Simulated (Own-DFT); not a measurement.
SiC (3C silicon carbide, atoms displaced) (calculated)

Computed with Own-DFT development build. A calculation, not a measurement: plane-wave PBE density functional theory by an unreviewed code, no spin, of a simulated periodic cell, stress positive in tension, free energy of the whole cell less one offset for each atom, forces on such cells passed a denser k mesh, this cell's mesh not checked; offsets are fitted by least squares, one for each functional and potential file, so energies compare only between cells with the same atoms and settings and are not formation energies; the far tail of each file's local potential was reset to the Coulomb form; each entry is a single point on an unrelaxed cell, so the pressure reflects the starting lattice, mostly measured values (interpolated for alloys), from which strain is counted, and rises with the displacements; printed positions are rounded, which can move forces by about a meV/angstrom; the program, named Own-DFT, is a retired in-house code; no spin-orbit coupling.

SiC (3C silicon carbide, atoms displaced)

```xyz
64
Lattice="8.7192 0.0000 0.0000 0.0000 8.7192 0.0000 0.0000 0.0000 8.7192" Properties=species:S:1:pos:R:3 SiC
Si     8.6694     0.0181     8.6854
Si     8.6761     2.2047     2.1713
Si     2.1792     8.6902     2.1552
Si     2.1660     2.1526     8.6802
C      1.1204     1.0722     1.0228
C      1.1824     3.2588     3.2609
C      3.2974     1.0659     3.3209
C      3.3178     3.2565     1.0722
Si     0.0363     8.6711     4.3537
Si     0.0080     2.1842     6.5583
Si     2.2370     0.0516     6.5077
Si     2.1911     2.1637     4.4072
C      1.0928     1.0410     5.4475
C      1.0936     3.2396     7.6252
C      3.2466     1.1000     7.6356
C      3.3004     3.2859     5.4672
Si     0.0397     4.3606     0.0351
Si     8.7153     6.5467     2.1404
Si     2.1331     4.3792     2.1574
Si     2.1545     6.5420     0.0343
C      1.0708     5.4880     1.1290
C      1.1144     7.6509     3.3076
C      3.2779     5.4252     3.2979
C      3.2557     7.6838     1.0693
Si     8.7083     4.4145     4.3495
Si     0.0158     6.5008     6.5289
Si     2.1699     4.3271     6.5335
Si     2.2107     6.5229     4.3254
C      1.1027     5.4634     5.3759
C      1.0871     7.6291     7.6370
C      3.2405     5.4431     7.5906
C      3.2385     7.6275     5.4001
Si     4.3911     8.7013     0.0064
Si     4.3406     2.1965     2.1900
Si     6.5500     0.0024     2.1874
Si     6.5308     2.1768     0.0161
C      5.4738     1.0822     1.0569
C      5.4632     3.2667     3.3540
C      7.5891     1.0855     3.2824
C      7.6213     3.2876     1.0661
Si     4.3579     8.7144     4.3270
Si     4.3470     2.1529     6.5625
Si     6.5618     8.6601     6.5696
Si     6.5302     2.2078     4.3522
C      5.4744     1.1508     5.4667
C      5.4608     3.2801     7.6313
C      7.6366     1.0567     7.6611
C      7.5978     3.2830     5.4541
Si     4.3339     4.3177     8.7191
Si     4.3796     6.5216     2.1523
Si     6.5524     4.3136     2.2066
Si     6.5942     6.5785     8.6965
C      5.5022     5.4582     1.0839
C      5.4806     7.6286     3.2810
C      7.6038     5.4676     3.2828
C      7.6323     7.6264     1.0739
Si     4.3761     4.3278     4.3178
Si     4.3668     6.5964     6.5145
Si     6.6143     4.3996     6.5448
Si     6.5197     6.4972     4.4028
C      5.4210     5.4722     5.3840
C      5.4707     7.6555     7.6166
C      7.6123     5.4389     7.7004
C      7.6240     7.6435     5.4672
```

* functional: PBE
* potential files: PseudoDojo norm-conserving, scalar-relativistic, standard set
* wave cutoff: 42 hartree
* occupations: Fermi-Dirac
* smearing width: 0.1 eV
* hardware: one NVIDIA H100
* k mesh: 4 x 4 x 4 centred on Gamma
* free energy of cell above offsets: -9.201 eV
* pressure: 3.86 GPa
* stress xx: -3.88 GPa
* stress yy: -3.92 GPa
* stress zz: -3.79 GPa
* stress yz: 0.06 GPa
* stress xz: 0.54 GPa
* stress xy: 0.45 GPa
* wall time: 371.8 s

Force:
```tsv
element	x (eV/Å)	y (eV/Å)	z (eV/Å)
Si	1.871	-0.908	0.74
Si	1.498	-0.872	0.187
Si	-0.066	1.435	0.712
Si	0.61	0.391	0.999
C	-1.187	0.205	1.36
C	-2.299	0	0.208
C	-0.931	0.726	-1.566
C	-1.901	0.105	0.326
Si	-1.263	1.079	0.451
Si	-0.757	-0.806	-0.706
Si	-1.259	-1.768	0.642
Si	0.351	0.125	-0.625
C	-0.289	1.341	0.168
C	-0.149	0.939	0.259
C	1.161	-0.541	-0.176
C	-0.504	-0.646	-0.142
Si	-0.718	-0.056	-0.564
Si	-0.635	0.651	1.741
Si	1.834	-0.573	0.577
Si	0.608	0.469	-1.383
C	0.433	-0.893	-0.788
C	-0.171	-1.106	-1.742
C	0.024	0.185	-1.636
C	0.744	-1.728	0.292
Si	0.471	-1.406	-0.309
Si	0.205	0.851	0.331
Si	0.239	0.875	-0.628
Si	-0.324	0.242	0.406
C	-0.117	-0.466	1.476
C	0.098	0.026	-0.489
C	0.332	0.37	1.015
C	1.002	0.461	0.746
Si	-0.641	0.814	-0.368
Si	0.654	-0.876	0.377
Si	-0.353	-0.321	-0.112
Si	0.134	0.247	-1.009
C	-0.564	0.16	1.177
C	-0.171	-0.194	-2.652
C	1.197	0.234	-0.101
C	0.311	-0.344	0.679
Si	1.138	0.005	1.047
Si	0.906	1.001	-0.25
Si	-0.154	2.32	-1.106
Si	0.417	-1.029	1.199
C	-0.345	-1.84	0.043
C	0.126	-0.162	-0.171
C	-0.748	1.271	-0.974
C	1.558	0.082	-0.17
Si	1.268	1.468	-0.708
Si	0.087	0.374	0.529
Si	-0.459	1.276	-0.29
Si	-1.45	-0.769	0.843
C	-0.793	-0.405	-0.205
C	-0.424	-0.239	-0.388
C	0.59	-0.268	-0.652
C	0.215	0.659	0.343
Si	-0.752	0.82	1.533
Si	-0.596	-1.221	-0.092
Si	-2.34	-0.595	0.072
Si	0.55	1.621	-1.15
C	0.24	-0.739	1.949
C	-0.506	-0.957	0.436
C	1.599	0.13	-1.398
C	0.394	-1.234	-0.31
```
